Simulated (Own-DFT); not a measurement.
## Calculated data, InGa$_{3}$As$_{4}$ (zincblende random alloy, strained, atoms displaced)

All values are calculated (Own-DFT development build). A calculation, not a measurement: plane-wave PBE density functional theory by an unreviewed code, no spin, of a simulated periodic cell, stress positive in tension, free energy of the whole cell less one offset for each atom, forces on such cells passed a denser k mesh, this cell's mesh not checked; offsets are fitted by least squares, one for each functional and potential file, so energies compare only between cells with the same atoms and settings and are not formation energies; the far tail of each file's local potential was reset to the Coulomb form; each entry is a single point on an unrelaxed cell, so the pressure reflects the starting lattice, mostly measured values, from which strain is counted, and rises with the displacements; printed positions are rounded, which can move forces by about a meV/angstrom; the program is a retired in-house code; no spin-orbit coupling; before rounding, a Quantum ESPRESSO 7.3.1 run of the same cell and cutoff gave forces within 1 meV/angstrom rms on each cell, which checks the program and not the settings.

```xyz
64
Lattice="11.3066 0.0000 0.0000 0.0000 11.3066 0.0000 0.0000 0.0000 11.6914" Properties=species:S:1:pos:R:3:force_x:R:1:force_y:R:1:force_z:R:1 formula=InGa3As4 functional=PBE potential_files=PseudoDojo_norm-conserving,scalar-relativistic,standard_set wave_cutoff=42 occupations=Fermi-Dirac smearing_width=0.1 k_mesh=3_x_3_x_3_centred_on_Gamma free_energy_of_cell_above_offsets=-19.946 pressure=6.57 stress_xx=-7.12 stress_yy=-7.19 stress_zz=-5.39 stress_yz=0.18 stress_xz=0.05 stress_xy=1.4
Ga     0.0091     0.0466    11.6387      0.381     -1.041      0.747
Ga     0.0782     2.7843     2.9036     -0.885      1.085      0.692
Ga     2.8021    11.2826     2.9687      0.168      0.327     -0.005
Ga     2.8483     2.8358    11.6649     -0.325     -0.877      0.206
As     1.3486     1.4021     1.5097      1.089     -0.345     -0.776
As     1.4716     4.2202     4.4950     -1.198      0.832     -1.342
As     4.2770     1.3739     4.4884     -1.968      2.068     -2.337
As     4.1792     4.2238     1.3755     -0.223     -0.394       1.89
Ga    11.2494     0.0410     5.7723      0.799      0.556      0.073
Ga    11.2816     2.7588     8.7372      0.389      0.398      0.688
Ga     2.8657     0.0595     8.6360       0.37     -1.046      1.128
Ga     2.8089     2.8823     5.8106      0.774     -0.974      1.057
As     1.4556     1.3972     7.3867     -0.763      0.614     -1.678
As     1.4731     4.2116    10.2767     -0.715      0.102     -0.804
As     4.2440     1.3710    10.2044     -0.173       0.54     -0.189
As     4.2044     4.3479     7.2777      0.159     -0.812      0.383
Ga     0.0202     5.6622    11.6501     -0.368     -0.538     -0.121
In    11.2747     8.4790     2.8562      1.229     -1.193      1.494
Ga     2.8199     5.6963     2.9569     -0.171     -0.455     -0.413
In     2.8507     8.4395     0.0104     -0.281      0.062      0.183
As     1.3450     7.0573     1.3851      0.522     -1.677      0.749
As     1.3655     9.8854     4.3801      0.103      1.428      0.042
As     4.2771     7.0590     4.4137      1.247     -1.416     -1.725
As     4.2142     9.8744     1.4597        0.8      0.792      1.403
Ga    11.2389     5.6622     5.8672      0.239      -0.55      0.351
Ga    11.2450     8.5395     8.7630       0.75     -0.292      0.271
Ga     2.8011     5.6765     8.7611     -0.104     -0.023      0.312
In     2.8878     8.4530     5.7431     -1.277      0.622      1.757
As     1.3610     7.0116     7.3233     -0.339      0.316      0.336
As     1.5105     9.8996    10.2440     -1.449      1.197     -1.392
As     4.2202     7.1294    10.1842      -0.62     -2.777      0.394
As     4.3105     9.8642     7.3314     -1.902      0.665      0.227
Ga     5.5422    11.2891    11.6912      0.883     -0.029      0.084
Ga     5.6780     2.8501     2.9382     -0.673     -0.367     -0.288
Ga     8.4794    11.3043     2.8910     -0.286      0.311      0.493
Ga     8.5203     2.7964    11.6892     -0.078     -0.252      0.301
As     7.0315     1.3764     1.4600       0.06      0.285     -0.228
As     7.0138     4.2390     4.3736     -0.001     -0.407        1.2
As     9.8130     1.5109     4.4405      0.702     -0.722     -1.078
As     9.8315     4.3135     1.4759      2.415     -2.273     -1.849
In     5.6072    11.2751     5.8367      0.888      0.482      1.685
Ga     5.6560     2.8658     8.7615     -0.378      0.361      0.248
Ga     8.4837    11.2688     8.7554      0.133      0.146     -0.106
Ga     8.4851     2.7737     5.9064     -0.794      0.927      0.313
As     7.0218     1.4672     7.3709      0.852     -0.241       0.24
As     7.1501     4.1970    10.2306     -0.246     -1.801     -0.168
As     9.9389     1.3496    10.2533     -0.704      0.539     -0.532
As     9.8438     4.2143     7.4031      1.613      -1.37     -2.085
In     5.7433     5.5783    11.6807     -0.415      1.212      0.126
Ga     5.6296     8.4344     2.9355      0.464      0.413     -0.258
In     8.5399     5.6565     2.9107     -0.733          0      1.902
Ga     8.5078     8.5290     0.0399      0.335     -0.476      0.072
As     7.1781     7.0751     1.5336     -1.486      1.844     -1.107
As     6.9719     9.9922     4.3677      2.104     -2.159      -1.33
As     9.9100     7.0690     4.4200     -0.007      0.105      1.421
As     9.8972     9.8498     1.5954     -1.628      2.457     -2.932
Ga     5.6504     5.6840     5.8778       0.63     -0.124      0.005
In     5.6010     8.4460     8.7937      1.853       0.81      0.135
In     8.5156     5.6492     8.7779     -0.568     -0.599      0.388
Ga     8.5177     8.5031     5.8497     -0.714      0.047     -0.078
As     7.1138     7.0222     7.4133     -0.656       1.02     -2.893
As     7.1354     9.8988    10.3147     -0.236      0.561     -0.008
As     9.8746     7.0130    10.1783      1.471       2.17      1.923
As     9.9976     9.9241     7.2023     -1.054      -0.06      0.801
```

Units: wave_cutoff in hartree; smearing_width, free_energy_of_cell_above_offsets in eV; pressure, stress_xx, stress_yy, stress_zz, stress_yz, stress_xz, stress_xy in GPa; force_x, force_y, force_z in eV/Å.
